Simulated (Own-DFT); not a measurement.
SiC (2H silicon carbide, atoms displaced), GaN (wurtzite, strained, atoms displaced), SiC (4H silicon carbide, atoms displaced) (calculated)

Computed with Own-DFT development build. A calculation, not a measurement: plane-wave PBE density functional theory by an unreviewed code, no spin, of a simulated periodic cell, stress positive in tension, free energy of the whole cell less one offset for each atom, forces on such cells passed a denser k mesh, this cell's mesh not checked; offsets are fitted by least squares, one for each functional and potential file, so energies compare only between cells with the same atoms and settings and are not formation energies; the far tail of each file's local potential was reset to the Coulomb form; each entry is a single point on an unrelaxed cell, so the pressure reflects the starting lattice, mostly measured values (interpolated for alloys), from which strain is counted, and rises with the displacements; printed positions are rounded, which can move forces by about a meV/angstrom; the program, named Own-DFT, is a retired in-house code; no spin-orbit coupling.

Common to all runs: functional PBE.

```json
{"entry": 1, "formula": "SiC", "kind": "2H silicon carbide, atoms displaced", "structure": {"cell_angstrom": [[6.1654, 0.0, 0.0], [-3.0827, 5.3394, 0.0], [0.0, 0.0, 10.0681]], "atoms_fractional": [["Si", 0.00227, 0.0145, 0.00145], ["Si", 0.17683, 0.33556, 0.24563], ["C", 0.00357, 0.00435, 0.18426], ["C", 0.16998, 0.33655, 0.44182], ["Si", 0.99814, 0.01244, 0.49648], ["Si", 0.1675, 0.32925, 0.7513], ["C", 0.00202, 0.99824, 0.6872], ["C", 0.16676, 0.33382, 0.9361], ["Si", 0.9945, 0.49116, 0.99857], ["Si", 0.15459, 0.82152, 0.25062], ["C", 0.00557, 0.50524, 0.18471], ["C", 0.17594, 0.83094, 0.43896], ["Si", 0.99734, 0.49522, 0.50392], ["Si", 0.17457, 0.8473, 0.7476], ["C", 0.9976, 0.49745, 0.68263], ["C", 0.16778, 0.83989, 0.93751], ["Si", 0.49209, 0.99255, 0.99807], ["Si", 0.66644, 0.3356, 0.25141], ["C", 0.49424, 0.99491, 0.18316], ["C", 0.66803, 0.33479, 0.43798], ["Si", 0.49526, 0.99101, 0.50108], ["Si", 0.66594, 0.33288, 0.74903], ["C", 0.49415, 0.00637, 0.68445], ["C", 0.66742, 0.33131, 0.9391], ["Si", 0.50135, 0.50277, 0.00263], ["Si", 0.67863, 0.84051, 0.25203], ["C", 0.4866, 0.49064, 0.18423], ["C", 0.6689, 0.83772, 0.43759], ["Si", 0.50083, 0.50242, 0.50073], ["Si", 0.66985, 0.83644, 0.74778], ["C", 0.50942, 0.50642, 0.69144], ["C", 0.67294, 0.84392, 0.93653]]}, "settings": {"potential_files": "PseudoDojo norm-conserving, scalar-relativistic, standard set", "wave_cutoff [hartree]": 42.0, "occupations": "Fermi-Dirac", "smearing_width [eV]": 0.1, "hardware": "one NVIDIA H100", "k_mesh": "5 x 5 x 3 centred on Gamma"}, "results": {"free_energy_of_cell_above_offsets [eV]": "-4.372", "pressure [GPa]": 4.14, "stress_xx [GPa]": -3.38, "stress_yy [GPa]": -2.37, "stress_zz [GPa]": -6.67, "stress_yz [GPa]": -0.19, "stress_xz [GPa]": 0.16, "stress_xy [GPa]": -1.47, "force_element": ["Si", "Si", "C", "C", "Si", "Si", "C", "C", "Si", "Si", "C", "C", "Si", "Si", "C", "C", "Si", "Si", "C", "C", "Si", "Si", "C", "C", "Si", "Si", "C", "C", "Si", "Si", "C", "C"], "force_x [eV/angstrom]": [0.718, -2.182, 0.02, -0.056, 1.874, -0.36, -0.778, 0.232, -0.102, 1.426, -0.464, -2.183, -0.117, -0.43, 0.512, -0.593, 0.357, 0.21, 0.396, -0.208, -0.068, 0.53, 1.63, -0.652, 0.33, -1.865, 2.407, 0.261, 0.624, -0.351, -0.986, -0.132], "force_y [eV/angstrom]": [-1.673, -0.357, -0.383, 0.418, -1.545, 0.816, 0.747, 0.807, 1.606, 1.715, -1.554, -0.264, 0.741, -2.118, 0.373, -0.826, 0.87, -0.968, 0.293, -0.341, 1.576, 0.596, -0.416, -0.105, 0.236, -0.567, 1.957, -0.423, -0.12, 0.356, -0.489, -0.962], "force_z [eV/angstrom]": [-0.941, 1.466, 1.226, -1.447, 0.888, -0.809, -0.58, 0.353, -0.323, -0.14, 0.446, -0.408, -1.423, 0.621, 2.201, -0.374, 0.235, -0.906, 1.441, 0.106, -0.731, 0.412, 0.456, -0.424, -1.534, -1.246, 0.986, 0.103, 0.34, 0.584, -0.706, 0.129], "wall_time [s]": 120.9}}
{"entry": 2, "formula": "GaN", "kind": "wurtzite, strained, atoms displaced", "structure": {"cell_angstrom": [[12.756, 0.0, 0.0], [-4.7835, 8.2853, 0.0], [0.0, 0.0, 10.6552]], "atoms_fractional": [["Ga", 0.08549, 0.22937, 0.99913], ["Ga", 0.16884, 0.1069, 0.2508], ["N", 0.08349, 0.22908, 0.18591], ["N", 0.1656, 0.10957, 0.43175], ["Ga", 0.08337, 0.22939, 0.4983], ["Ga", 0.16559, 0.11207, 0.75443], ["N", 0.08174, 0.21742, 0.69398], ["N", 0.16352, 0.10294, 0.93232], ["Ga", 0.08522, 0.54944, 0.00488], ["Ga", 0.17182, 0.44538, 0.24953], ["N", 0.08794, 0.56133, 0.19034], ["N", 0.16945, 0.44412, 0.44904], ["Ga", 0.08236, 0.55345, 0.49882], ["Ga", 0.16234, 0.43875, 0.74711], ["N", 0.07901, 0.54763, 0.68543], ["N", 0.1586, 0.44708, 0.93216], ["Ga", 0.08618, 0.88737, 0.99797], ["Ga", 0.17263, 0.7829, 0.25069], ["N", 0.08297, 0.88688, 0.18812], ["N", 0.16359, 0.77343, 0.43603], ["Ga", 0.08203, 0.89213, 0.50087], ["Ga", 0.16352, 0.77937, 0.74597], ["N", 0.08223, 0.88796, 0.68648], ["N", 0.16985, 0.78464, 0.94312], ["Ga", 0.33109, 0.22125, 0.00703], ["Ga", 0.42349, 0.11257, 0.25065], ["N", 0.33389, 0.22873, 0.18042], ["N", 0.41362, 0.09807, 0.43787], ["Ga", 0.3296, 0.20834, 0.50078], ["Ga", 0.40585, 0.10303, 0.75161], ["N", 0.33652, 0.22377, 0.68987], ["N", 0.41312, 0.103, 0.93467], ["Ga", 0.33028, 0.55245, 0.00465], ["Ga", 0.41847, 0.44023, 0.25116], ["N", 0.33618, 0.55227, 0.18872], ["N", 0.41367, 0.44556, 0.44521], ["Ga", 0.33501, 0.55807, 0.49785], ["Ga", 0.41781, 0.44905, 0.74388], ["N", 0.33652, 0.56091, 0.695], ["N", 0.41205, 0.43963, 0.94045], ["Ga", 0.32893, 0.87959, 0.00137], ["Ga", 0.42386, 0.78388, 0.25019], ["N", 0.335, 0.88406, 0.1859], ["N", 0.40802, 0.77029, 0.43662], ["Ga", 0.33804, 0.88628, 0.50237], ["Ga", 0.42073, 0.78003, 0.74675], ["N", 0.34003, 0.89746, 0.68422], ["N", 0.41951, 0.78078, 0.93874], ["Ga", 0.57991, 0.22101, 0.9928], ["Ga", 0.6657, 0.11804, 0.25617], ["N", 0.58568, 0.21135, 0.18516], ["N", 0.66717, 0.09899, 0.43479], ["Ga", 0.57745, 0.21725, 0.50276], ["Ga", 0.66833, 0.11342, 0.74388], ["N", 0.58655, 0.22826, 0.68959], ["N", 0.66583, 0.11823, 0.93817], ["Ga", 0.58369, 0.55457, 0.00732], ["Ga", 0.66788, 0.44539, 0.24766], ["N", 0.58651, 0.55766, 0.19207], ["N", 0.66499, 0.44507, 0.44391], ["Ga", 0.59269, 0.55916, 0.50457], ["Ga", 0.66285, 0.4379, 0.75901], ["N", 0.58009, 0.55859, 0.68787], ["N", 0.6697, 0.4487, 0.92911], ["Ga", 0.58679, 0.88622, 0.99206], ["Ga", 0.6602, 0.78031, 0.25602], ["N", 0.57732, 0.88361, 0.17384], ["N", 0.6708, 0.77407, 0.43262], ["Ga", 0.58649, 0.89857, 0.49883], ["Ga", 0.66665, 0.77936, 0.75044], ["N", 0.57605, 0.88139, 0.69271], ["N", 0.66709, 0.78292, 0.94254], ["Ga", 0.83195, 0.21901, 0.00329], ["Ga", 0.92537, 0.1122, 0.2502], ["N", 0.83319, 0.23256, 0.19055], ["N", 0.91609, 0.11914, 0.44476], ["Ga", 0.84301, 0.22554, 0.50221], ["Ga", 0.91939, 0.10778, 0.74851], ["N", 0.83668, 0.22664, 0.68881], ["N", 0.9164, 0.1131, 0.9425], ["Ga", 0.83358, 0.54854, 0.99922], ["Ga", 0.91436, 0.43621, 0.24983], ["N", 0.83674, 0.56027, 0.19597], ["N", 0.9178, 0.4444, 0.44085], ["Ga", 0.83998, 0.56401, 0.50533], ["Ga", 0.91991, 0.44601, 0.7509], ["N", 0.83314, 0.56838, 0.69274], ["N", 0.91717, 0.44661, 0.93484], ["Ga", 0.82976, 0.8841, 0.00348], ["Ga", 0.9164, 0.77809, 0.24775], ["N", 0.83087, 0.88363, 0.19635], ["N", 0.91587, 0.77872, 0.43106], ["Ga", 0.83166, 0.89034, 0.50234], ["Ga", 0.92515, 0.78566, 0.74577], ["N", 0.83226, 0.88618, 0.68961], ["N", 0.91144, 0.77308, 0.93682]]}, "settings": {"potential_files": "PseudoDojo norm-conserving, scalar-relativistic, standard set with the stringent files for Ga", "wave_cutoff [hartree]": 96.0, "occupations": "Gaussian", "smearing_width [eV]": 0.01, "k_mesh": "3 x 4 x 3 centred on Gamma"}, "results": {"free_energy_of_cell_above_offsets [eV]": "-5.713", "pressure [GPa]": 1.96, "stress_xx [GPa]": -4.65, "stress_yy [GPa]": -4.83, "stress_zz [GPa]": 3.59, "stress_yz [GPa]": -0.07, "stress_xz [GPa]": 0.68, "stress_xy [GPa]": 0.49, "force_element": ["Ga", "Ga", "N", "N", "Ga", "Ga", "N", "N", "Ga", "Ga", "N", "N", "Ga", "Ga", "N", "N", "Ga", "Ga", "N", "N", "Ga", "Ga", "N", "N", "Ga", "Ga", "N", "N", "Ga", "Ga", "N", "N", "Ga", "Ga", "N", "N", "Ga", "Ga", "N", "N", "Ga", "Ga", "N", "N", "Ga", "Ga", "N", "N", "Ga", "Ga", "N", "N", "Ga", "Ga", "N", "N", "Ga", "Ga", "N", "N", "Ga", "Ga", "N", "N", "Ga", "Ga", "N", "N", "Ga", "Ga", "N", "N", "Ga", "Ga", "N", "N", "Ga", "Ga", "N", "N", "Ga", "Ga", "N", "N", "Ga", "Ga", "N", "N", "Ga", "Ga", "N", "N", "Ga", "Ga", "N", "N"], "force_x [eV/angstrom]": [0.009, -0.505, 1.291, -0.26, 0.86, 0.832, 0.371, -0.285, -1.964, -0.546, 0.015, -0.566, 0.08, 0.609, 0.47, 2.263, -1.547, -0.531, 0.248, 0.308, 0.299, 1.377, 0.785, -0.123, 0.363, -0.893, 0.787, -0.154, -0.292, 1.408, -1.153, -0.496, 0.264, -0.297, -0.256, 1.551, 0.23, -0.1, -1.098, 0.508, 1.164, -0.859, -0.232, 1.813, -1.652, -1.967, -0.712, -0.344, -0.031, 1.953, -1.994, -0.573, 0.95, -0.136, -0.547, 1.048, -0.464, 0.415, -0.258, 1.333, -1.843, -0.073, 1.25, -0.687, -1.976, 0.736, 1.241, -1.333, 0.123, 0.173, 2.09, 1.181, -0.503, -1.929, 0.786, 2.213, -2.611, -1.26, 0.144, 0.282, -0.327, 0.256, -0.049, -0.417, -0.586, -1.342, 0.843, 0.71, 0.755, 0.368, -0.59, 0.03, 0.68, -1.768, -0.113, 0.779], "force_y [eV/angstrom]": [-1.011, 0.319, -0.504, 0.296, -1.227, 0.088, 0.31, 1.258, 1.415, 0.616, -0.895, 0.448, 0.449, 1.036, 1.347, -0.623, -0.294, -0.443, 0.456, 0.794, -0.753, -0.677, 1.15, -1.765, -0.426, -0.669, -1.309, 1.336, 1.533, 1.389, -0.313, 0.596, 0.571, 0.744, 0.437, -0.952, -0.527, -0.529, -0.8, 0.465, 1.017, -1.093, 0.939, 1.144, -0.849, -0.662, -1.832, -0.893, -0.117, -1.556, 2.107, 2.776, 0.894, -0.043, -1.326, -0.819, 0.067, -0.21, -0.365, -0.979, -0.336, 1.582, 0.058, -0.442, 1.334, 0.197, 1.023, 0.706, -3.243, -0.493, 2.007, -1.49, 0.553, -0.437, -2.747, -1.575, 0.821, 0.076, -0.757, -0.571, 0.998, 2.729, -1.241, -0.078, -0.795, 0.219, -1.509, -0.505, 0.623, 0.126, 1.059, 0.551, 0.004, -0.983, 0.506, 0.498], "force_z [eV/angstrom]": [-0.232, -0.699, 0.017, 0.912, 0.804, -0.621, -1.3, 1.301, 0.144, 0.751, -0.025, -1.617, 0.11, 0.233, -0.064, 0.194, 0.707, 0.265, -0.423, 0.609, -0.806, 0.666, -0.578, -1.511, -2.375, -0.525, 2.151, -0.657, 0.231, 0.623, -0.738, 0.688, -0.93, 0.903, 0.222, -0.969, 1.34, 1.176, -1.207, -0.341, 0.003, -0.195, 0.368, -0.452, -0.092, 1.718, 0.067, -0.51, 0.355, -0.898, -0.474, 0.39, 0.257, 1.078, -0.558, -0.776, -0.915, 0.973, -0.378, -1.041, 0.043, -2.562, 0.259, 3.147, 0.6, -1.267, 1.9, 1.427, 0.897, 0.555, -1.595, -1.178, -0.289, 0.265, -0.549, -1.472, 0.711, 1.047, -0.305, -0.471, 0.361, 0.996, -1.405, -0.467, -0.102, 0.189, -0.633, 0.617, 0.29, 0.414, -0.942, 1.289, -0.364, 1.621, -0.52, 0.144]}}
{"entry": 3, "formula": "SiC", "kind": "4H silicon carbide, atoms displaced", "structure": {"cell_angstrom": [[12.3308, 0.0, 0.0], [-6.1654, 10.6788, 0.0], [0.0, 0.0, 10.0681]], "atoms_fractional": [["Si", 0.00222, 4e-05, 0.40905], ["Si", 0.08679, 0.16589, 0.15342], ["C", 0.00272, 0.00226, 0.09567], ["C", 0.08063, 0.16722, 0.34639], ["Si", 0.00118, 0.25169, 0.40854], ["Si", 0.08179, 0.41482, 0.15478], ["C", 0.99894, 0.25265, 0.091], ["C", 0.08138, 0.42092, 0.34569], ["Si", 0.00091, 0.50261, 0.4032], ["Si", 0.08495, 0.66679, 0.15577], ["C", 0.99794, 0.49797, 0.0937], ["C", 0.0862, 0.66996, 0.34189], ["Si", 0.0004, 0.74743, 0.39937], ["Si", 0.08404, 0.91461, 0.15603], ["C", 0.00066, 0.74748, 0.09119], ["C", 0.08313, 0.91485, 0.34728], ["Si", 0.24968, 0.00317, 0.40355], ["Si", 0.33745, 0.17043, 0.1597], ["C", 0.2488, 0.99909, 0.09307], ["C", 0.33202, 0.16928, 0.33767], ["Si", 0.25032, 0.25291, 0.40681], ["Si", 0.33115, 0.4146, 0.15477], ["C", 0.25189, 0.25176, 0.098], ["C", 0.33664, 0.41796, 0.34263], ["Si", 0.25061, 0.50465, 0.40116], ["Si", 0.3338, 0.66506, 0.16101], ["C", 0.25455, 0.5014, 0.08904], ["C", 0.33008, 0.66622, 0.34451], ["Si", 0.25566, 0.75373, 0.40136], ["Si", 0.3336, 0.91735, 0.15768], ["C", 0.24659, 0.74607, 0.09531], ["C", 0.33375, 0.9169, 0.34673], ["Si", 0.5009, 0.00114, 0.40786], ["Si", 0.5803, 0.16901, 0.15807], ["C", 0.50397, 0.99976, 0.09434], ["C", 0.58203, 0.16525, 0.34669], ["Si", 0.50316, 0.24742, 0.40428], ["Si", 0.58213, 0.41776, 0.15737], ["C", 0.503, 0.25346, 0.08823], ["C", 0.58416, 0.41538, 0.34407], ["Si", 0.50082, 0.50118, 0.40618], ["Si", 0.581, 0.6627, 0.15607], ["C", 0.50061, 0.49801, 0.0975], ["C", 0.57993, 0.66654, 0.34327], ["Si", 0.49888, 0.75364, 0.41154], ["Si", 0.58072, 0.9161, 0.16056], ["C", 0.50163, 0.75096, 0.09619], ["C", 0.58278, 0.91385, 0.34553], ["Si", 0.75614, 0.00195, 0.40438], ["Si", 0.83176, 0.16142, 0.15936], ["C", 0.7491, 0.00336, 0.10118], ["C", 0.83294, 0.16699, 0.33847], ["Si", 0.74658, 0.24872, 0.40548], ["Si", 0.82998, 0.41006, 0.15252], ["C", 0.74862, 0.24681, 0.09145], ["C", 0.83367, 0.41516, 0.34313], ["Si", 0.75171, 0.49461, 0.40491], ["Si", 0.83435, 0.66555, 0.15156], ["C", 0.74607, 0.49888, 0.09072], ["C", 0.83621, 0.66819, 0.34103], ["Si", 0.74947, 0.75329, 0.40481], ["Si", 0.83114, 0.91591, 0.15762], ["C", 0.75104, 0.75049, 0.09553], ["C", 0.83131, 0.92049, 0.34688], ["Si", 0.00229, 0.00341, 0.90308], ["Si", 0.91896, 0.83321, 0.65537], ["C", 0.99978, 0.00104, 0.59478], ["C", 0.917, 0.83489, 0.83996], ["Si", 0.99925, 0.74928, 0.90621], ["Si", 0.91757, 0.58437, 0.65969], ["C", 0.99606, 0.74867, 0.59592], ["C", 0.91107, 0.58163, 0.84415], ["Si", 0.99318, 0.49605, 0.89677], ["Si", 0.92191, 0.33898, 0.6538], ["C", 0.99819, 0.50022, 0.60208], ["C", 0.92131, 0.33837, 0.83926], ["Si", 0.00088, 0.24693, 0.90718], ["Si", 0.91658, 0.08106, 0.65405], ["C", 0.99986, 0.25305, 0.59329], ["C", 0.9165, 0.08114, 0.84425], ["Si", 0.75234, 0.99651, 0.90624], ["Si", 0.66351, 0.83319, 0.65993], ["C", 0.75278, 0.00082, 0.59707], ["C", 0.66967, 0.84262, 0.84253], ["Si", 0.74695, 0.74783, 0.90848], ["Si", 0.66599, 0.58701, 0.65546], ["C", 0.75763, 0.75552, 0.59459], ["C", 0.66477, 0.58196, 0.84153], ["Si", 0.75568, 0.49871, 0.90871], ["Si", 0.66597, 0.33167, 0.65271], ["C", 0.75721, 0.50454, 0.59643], ["C", 0.66733, 0.32963, 0.84223], ["Si", 0.75057, 0.25109, 0.90649], ["Si", 0.66717, 0.08166, 0.65378], ["C", 0.74752, 0.24641, 0.59182], ["C", 0.66649, 0.08434, 0.84397], ["Si", 0.50152, 0.00631, 0.90434], ["Si", 0.41569, 0.83293, 0.65574], ["C", 0.49815, 0.00245, 0.59386], ["C", 0.41673, 0.83022, 0.84402], ["Si", 0.49556, 0.74581, 0.9026], ["Si", 0.41488, 0.57815, 0.65914], ["C", 0.50622, 0.75434, 0.59526], ["C", 0.41366, 0.58088, 0.84334], ["Si", 0.49827, 0.49967, 0.90586], ["Si", 0.41874, 0.32993, 0.65937], ["C", 0.4973, 0.4984, 0.58484], ["C", 0.41737, 0.33415, 0.84053], ["Si", 0.50188, 0.25112, 0.90496], ["Si", 0.41491, 0.08179, 0.65405], ["C", 0.50313, 0.25018, 0.59683], ["C", 0.41032, 0.07609, 0.84524], ["Si", 0.25275, 0.99996, 0.90521], ["Si", 0.17039, 0.83314, 0.65974], ["C", 0.25165, 0.00067, 0.59499], ["C", 0.16399, 0.83396, 0.84082], ["Si", 0.24897, 0.74731, 0.90798], ["Si", 0.16595, 0.57931, 0.65824], ["C", 0.25048, 0.75147, 0.59497], ["C", 0.17088, 0.58879, 0.83966], ["Si", 0.25111, 0.50162, 0.90818], ["Si", 0.16522, 0.33314, 0.65368], ["C", 0.25512, 0.49907, 0.59156], ["C", 0.1661, 0.33463, 0.84113], ["Si", 0.24996, 0.25162, 0.90782], ["Si", 0.16756, 0.08451, 0.65668], ["C", 0.25265, 0.25143, 0.59477], ["C", 0.16789, 0.0803, 0.84076]]}, "settings": {"potential_files": "PseudoDojo norm-conserving, scalar-relativistic, standard set", "wave_cutoff [hartree]": 42.0, "occupations": "Fermi-Dirac", "smearing_width [eV]": 0.1, "hardware": "one NVIDIA H200", "k_mesh": "3 x 3 x 3 centred on Gamma"}, "results": {"free_energy_of_cell_above_offsets [eV]": "-18.584", "pressure [GPa]": 3.84, "stress_xx [GPa]": -3.29, "stress_yy [GPa]": -3.44, "stress_zz [GPa]": -4.8, "stress_yz [GPa]": -0.4, "stress_xz [GPa]": 0.21, "stress_xy [GPa]": 0.15, "force_element": ["Si", "Si", "C", "C", "Si", "Si", "C", "C", "Si", "Si", "C", "C", "Si", "Si", "C", "C", "Si", "Si", "C", "C", "Si", "Si", "C", "C", "Si", "Si", "C", "C", "Si", "Si", "C", "C", "Si", "Si", "C", "C", "Si", "Si", "C", "C", "Si", "Si", "C", "C", "Si", "Si", "C", "C", "Si", "Si", "C", "C", "Si", "Si", "C", "C", "Si", "Si", "C", "C", "Si", "Si", "C", "C", "Si", "Si", "C", "C", "Si", "Si", "C", "C", "Si", "Si", "C", "C", "Si", "Si", "C", "C", "Si", "Si", "C", "C", "Si", "Si", "C", "C", "Si", "Si", "C", "C", "Si", "Si", "C", "C", "Si", "Si", "C", "C", "Si", "Si", "C", "C", "Si", "Si", "C", "C", "Si", "Si", "C", "C", "Si", "Si", "C", "C", "Si", "Si", "C", "C", "Si", "Si", "C", "C", "Si", "Si", "C", "C"], "force_x [eV/angstrom]": [-0.725, -1.393, -0.262, 0.946, -0.721, -0.068, 0.913, 1.344, -0.552, -0.623, 0.038, 0.405, -0.481, -0.485, -0.189, -0.139, 0.455, -0.247, 0.518, 0.863, -0.054, 0.601, 0.221, -1.217, 0.631, 0.011, -0.943, 1.089, -1.638, 0.354, 0.951, -0.019, 0.145, 1.287, -1.724, 0.191, -1.802, 0.78, -0.613, 0.07, 0.206, -0.009, -0.948, 0.399, 0.857, 0.842, -0.293, -0.274, -2.181, -0.261, 0.684, 0.059, 1.272, -0.054, -0.159, 0.192, -0.913, -0.121, 0.943, -0.768, 0.5, 0.343, -0.348, 2.253, 0.547, -0.21, 0.775, -0.135, -0.311, -0.317, 1.891, 1.549, 1.48, -1.268, 0.708, -0.226, -0.846, -0.295, 0.462, -0.022, -1.617, 2.104, -0.575, 0.036, 0.36, 0.858, -1.955, 0.082, -2.758, 1.005, -1.545, -0.529, 0.748, -0.297, 0.609, 0.758, 1.156, 0.182, 1.03, -0.837, 0.719, 0.414, -1.63, 0.716, 0.788, -0.708, 0.816, 0.003, -0.16, 0.103, -0.778, 0.881, -1.498, -1.451, -0.607, 0.99, -0.235, 0.405, 0.576, -0.524, -0.913, 0.778, -1.645, 0.361, 0.293, 0.165, -0.192, -0.402], "force_y [eV/angstrom]": [0.005, 0.478, -0.902, 0.119, 0.101, 0.8, -1.225, -0.811, 0.255, -0.942, 0.212, -0.493, 0.398, 0.235, 0.454, 0.421, -0.498, -0.747, 0.602, -0.155, -0.145, 0.845, -0.481, 0.132, -1.489, 0.495, -0.402, 0.784, -0.553, -0.225, 0.782, 0.928, -0.717, -0.713, 0.487, -0.003, 0.81, -0.247, -0.405, -0.077, -0.097, 0.993, 0.049, 0.312, -1.092, -0.075, -0.603, 1.233, 0.349, 1.91, -1.963, 0.296, 0.109, 1.158, -0.16, -0.328, 1.752, -0.027, -0.159, -0.671, -0.697, 0.722, -0.314, -1.0, -1.206, 0.417, -0.069, -0.351, 0.434, 0.499, 0.24, 0.858, 1.868, -1.844, 0.923, -2.282, 0.932, 0.889, -0.732, 0.724, 2.193, 0.883, -0.285, -3.534, 0.829, -0.376, -0.845, 0.021, -0.766, 0.914, -1.373, 0.821, -0.588, 0.338, 0.841, -0.011, -1.938, 0.214, -0.763, 0.989, 1.413, 1.087, -1.494, 0.036, -0.085, 0.949, 0.03, -0.22, -0.525, 0.423, -0.573, 2.233, -0.926, -0.073, 0.014, -0.452, 1.196, 1.139, -0.966, -1.749, -0.342, 0.112, 0.115, -0.159, -0.548, -0.156, -0.367, 1.215], "force_z [eV/angstrom]": [-0.438, 0.998, -0.621, -0.454, -0.78, -0.084, 0.65, -0.525, 1.047, -0.269, -0.822, 0.207, 1.894, 0.062, 0.272, -0.805, 0.717, -2.038, 0.266, 2.172, -0.054, 0.597, -1.239, -0.164, 1.064, -1.416, 1.534, 0.213, 1.606, -0.476, -0.056, -0.718, -0.07, -0.726, 0.005, -0.92, 0.808, -0.182, 1.236, 0.194, -1.08, 0.332, -1.182, 0.456, -0.831, -0.573, -0.683, 0.538, 1.05, -1.231, -1.644, 2.027, 0.132, 0.393, 0.681, -0.334, 0.536, 0.802, 0.743, -0.122, 0.31, 0.094, -0.297, -0.798, 0.612, 0.212, -0.188, 1.421, -0.639, -0.448, -0.946, 0.074, 1.898, 0.278, -2.12, 0.471, -0.74, 0.634, 0.034, -0.235, 1.129, -0.774, -1.133, 0.703, -0.997, -0.696, -0.372, 0.813, -0.906, 0.709, -0.857, 0.073, -0.716, 0.732, -0.104, -0.157, 0.529, 0.37, -0.061, 0.148, 1.049, -1.19, 0.228, 0.265, 0.248, -1.503, 2.566, 1.429, -0.695, 0.763, -1.006, -0.736, 0.462, -1.325, -0.8, 1.509, -0.457, -1.044, -0.961, 1.298, -1.181, 0.12, -0.222, 0.696, -0.668, -0.462, -0.198, 1.058], "wall_time [s]": 541.3}}
```
